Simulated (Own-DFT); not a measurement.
# Response to strain: bcc W, 16 atoms (W16)

Calculated results; nothing here was measured. They come from Own-DFT, an in-house plane-wave density functional program, since retired, whose code no person has reviewed. Each row is one single-point run on a periodic cell that was not relaxed, without spin or spin-orbit coupling.

Settings of every run: PBE; PseudoDojo norm-conserving scalar-relativistic files; cutoff 50 hartree; 5 x 5 x 5 k mesh centred on Gamma; cold (Marzari-Vanderbilt) smearing of 0.2 eV.

Known limits: forces on such cells failed a check on a denser k mesh; stress not checked against mesh or cutoff.

Unstrained cell vectors in Å: (6.330, 0.000, 0.000); (0.000, 6.330, 0.000); (0.000, 0.000, 6.330). The unstrained cell has measured lattice constants (interpolated for alloys), not those of this functional. That, the random moves and any unrelaxed bonds set the pressure at no strain. Each run strains this cell uniformly, with the atoms carried along. Every atom was also moved at random, by a Gaussian of width 0.05 Å on each axis. Strain is the symmetric tensor, in per cent. Stress is positive in tension, and the pressure is minus a third of its trace.

```
run  e_xx (%)  e_yy (%)  e_zz (%)  e_yz (%)  e_xz (%)  e_xy (%)  s_xx (GPa)  s_yy (GPa)  s_zz (GPa)  s_yz (GPa)  s_xz (GPa)  s_xy (GPa)  P (GPa)  E (meV/atom)
  1     -0.42      1.57     -0.15     -0.68      1.22     -0.42       -6.89       -0.78       -5.92       -2.05        3.41       -1.23     4.53           4.0
  2     -0.11     -0.93     -0.77      0.42      1.10      0.92      -12.55      -14.76      -14.55        1.23        3.88        3.17    13.95          25.2
  3      0.46     -1.24      1.19      1.91      1.85     -0.59       -5.81      -11.05       -4.20        6.70        6.37       -3.07     7.02          33.4
  4      0.24     -1.11     -1.13     -1.54      1.42      1.98      -12.43      -16.46      -17.10       -5.82        5.72        6.90    15.33          58.7
  5     -1.74     -1.50     -0.16     -1.68     -1.36     -0.11      -21.48      -20.46      -16.24       -6.10       -4.49       -0.93    19.39          44.9
  6     -0.14      0.97      1.70     -0.82     -0.85     -1.74       -2.94        0.50        2.89       -2.67       -2.72       -5.10    -0.15           6.1
  7     -0.27      1.49     -1.70     -0.19      0.79      1.51       -9.53       -4.00      -15.23       -1.08        2.69        5.09     9.59          24.6
  8      1.78     -1.96     -0.46     -0.97     -1.55     -0.29       -5.65      -16.21      -11.09       -3.04       -5.16       -1.49    10.98          52.8
  9      0.83     -0.34     -0.05      1.64     -0.52      1.10       -4.55       -7.54       -6.79        4.93       -2.04        3.44     6.29           6.2
 10     -1.45      1.61      0.82      0.76     -1.96      0.78      -10.12       -0.71       -2.88        2.81       -5.95        2.97     4.57           7.3
 11      0.99      1.55      1.37     -1.60     -1.75     -0.21        2.64        4.69        3.90       -4.25       -4.94       -1.17    -3.74          19.0
 12     -0.80      1.62      0.29     -1.38      1.01      0.67       -7.83       -0.14       -4.30       -4.07        3.27        2.46     4.09           0.0
 13     -0.70     -1.14      0.59     -1.50      1.97      1.94      -13.92      -15.20       -9.39       -5.84        7.42        7.07    12.84          52.1
 14     -1.83     -1.94      0.36      0.42      0.66     -1.81      -23.61      -23.74      -15.60        1.80        2.30       -6.31    20.98          99.2
 15      0.08     -1.91     -0.65      1.89      1.98     -1.40           ?           ?           ?           ?           ?           ?        ?             ?
```

E is the free energy for each atom above the lowest run shown.

## Worked fit

Each stress component was fitted by least squares to a constant and the strains of the runs shown, as fractions, with shears doubled. Shear strains stay in the fit of a normal stress only where such slopes are resolved. The slopes, in GPa:

| stress | at no strain | per e_xx | per e_yy | per e_zz | scatter |
|---|---|---|---|---|---|
| s_xx | -8.5 | 530 ± 18 | 260 ± 13 | 204 ± 19 | 0.66 |
| s_yy | -8.2 | 236 ± 16 | 561 ± 12 | 199 ± 18 | 0.62 |
| s_zz | -8.3 | 219 ± 16 | 236 ± 12 | 536 ± 18 | 0.62 |

Each shear stress against twice its own strain: yz 167 ± 5, xz 165 ± 5, xy 173 ± 8 GPa. These are stiffnesses along x, y and z of the frame in which the cell vectors are given, which need not be the crystal's axes. The atoms are held to the strained lattice; where symmetry lets them move under strain, relaxing them would lower some slopes. The table should be nearly symmetric about its diagonal, and what it lacks of that shows the noise. A ninth of its sum, 331 ± 8 GPa, estimates the bulk modulus near the mean pressure of these runs, 9.0 GPa, so it lies above the value at zero pressure.

## Withheld run

Question: what normal stresses and pressure should run 15 give?

The fit gives s_xx = -14.3, s_yy = -20.0, s_zz = -16.2 and P = 16.8 GPa. The calculation gave -13.61, -20.18, -16.17 and P = 16.65 GPa.
